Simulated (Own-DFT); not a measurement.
# A layer strained by its substrate: diamond-structure SiGeSn with randomly placed atoms, 64 atoms (Ge48Si8Sn8)

Source: density functional calculations with Own-DFT, an unreviewed in-house program that is no longer used. Nothing was measured or relaxed, and spin and spin-orbit coupling are left out.

All runs used: PBE; PseudoDojo norm-conserving scalar-relativistic files; cutoff 49 hartree; 3 x 3 x 3 k mesh centred on Gamma; Fermi-Dirac smearing of 0.1 eV.

Limits: forces on such cells moved up to 12 meV/angstrom on a denser k mesh; stress not checked against mesh or cutoff.

Unstrained cell vectors in Å: (11.467, 0.000, 0.000); (0.000, 11.467, 0.000); (0.000, 0.000, 11.467). The unstrained cell has measured lattice constants (interpolated for alloys), not those of this functional. That, the random moves and any unrelaxed bonds set the pressure at no strain. Each run strains x and y alike by e, as a substrate would, and holds the height along z. All atoms carry random offsets, Gaussian with a width of 0.05 Å per axis. The random placing of the alloy's atoms differs from row to row. Stress is positive in tension.

| e (%) | u (Å) | (s_xx + s_yy)/2 (GPa) | s_zz (GPa) |
|---|---|---|---|
| -3.00 | 0.057 | -11.10 | -9.48 |
| -2.00 | 0.054 | -8.73 | -7.38 |
| -1.75 | 0.052 | -8.55 | -7.38 |
| -1.50 | 0.048 | ? | ? |
| -0.50 | 0.050 | -5.88 | -5.33 |
| 0.50 | 0.053 | -4.28 | -4.79 |
| 1.75 | 0.051 | -2.11 | -3.00 |
| 2.25 | 0.050 | -1.32 | -2.41 |
| 2.50 | 0.050 | -0.90 | -2.27 |
| 2.75 | 0.051 | -0.60 | -2.12 |

## Fit

With e as a fraction, the in-plane stress is -5.1 + 180 e - 642 e² GPa (errors 2 and 138, scatter 0.12), and s_zz is -4.9 + 123 e - 718 e² GPa (slope ± 4, scatter 0.26). At e = 0 the first slope is C11 + C12 and the second 2 C12, both with the ions held to the strained lattice and at the cell's own pressure. The term in e² is negative: the layer stiffens under compression and softens under tension. A free layer would change its height as e changes, and the in-plane slope would drop by 2 C12²/C11 to the biaxial modulus. At fixed height, a misfit of 1 % moves the in-plane stress by about 1.8 GPa and s_zz by 1.2 GPa.

## Test on the hidden row

Question: what are the two stresses at e = -1.50 %?

The fitted form gives -7.9 and -7.0 GPa. The run itself gave -7.75 and -6.79 GPa.
